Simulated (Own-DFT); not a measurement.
# One host, several defects: wurtzite GaN

Source: density functional calculations with Own-DFT, an unreviewed in-house program that is no longer used. Nothing was measured or relaxed, and spin and spin-orbit coupling are left out.

All runs used: PBE; PseudoDojo norm-conserving scalar-relativistic files; cutoff 42 hartree; 4 x 4 x 3 k mesh centred on Gamma; Fermi-Dirac smearing of 0.1 eV.

Known weak points (not all hold for every row): not probed for a lower state with spin; forces not confirmed at this smearing and k mesh; stress not checked against mesh or cutoff.

All runs share one cell, with vectors in Å (9.567, 0.000, 0.000); (-4.784, 8.285, 0.000); (0.000, 0.000, 10.370) and a volume of 822.0 Å³. u is the rms random offset of the atoms per axis. The defect's site can differ from row to row.

| cell | formula | u (Å) | P (GPa) |
|---|---|---|---|
| no defect | Ga36N36 | 0.0200 | 5.96 |
| no defect | Ga36N36 | 0.0207 | 5.96 |
| no defect | Ga36N36 | 0.0494 | 7.70 |
| one N on a Ga site | Ga35N37 | 0.0291 | 5.38 |
| one N on a Ga site | Ga35N37 | 0.0295 | 5.41 |
| one N on a Ga site | Ga35N37 | 0.0491 | ? |
| one N on a Ga site | Ga35N37 | 0.0493 | 6.49 |
| one Ga on an N site | Ga37N35 | 0.0291 | 12.26 |
| one Ga on an N site | Ga37N35 | 0.0467 | 12.81 |
| one Ga on an N site | Ga37N35 | 0.0527 | 12.97 |

## Analysis

P = P0 + c u² + a shift for each defect gives P0 = 5.81 GPa, c = 669 ± 92 GPa/Å² and a scatter of 0.23 GPa. The shifts, and each times the cell's volume:

- one Ga on an N site: 5.58 ± 0.21 GPa, 28.6 eV
- one N on a Ga site: -0.97 ± 0.19 GPa, -5.0 eV

A positive shift means that the defect pushes the cell outwards. Shift times volume (160.2 GPa Å³ is 1 eV) depends little on the cell's size, so, taken for each site, it can be compared between cells at like pressure. The atoms around the defects weren't relaxed, which would change these numbers.

## Test on the hidden row

Question: what pressure belongs in the blank (one N on a Ga site, u = 0.0491 Å)?

From the fit: 6.45 ± 0.28 GPa. Computed: 6.44 GPa.
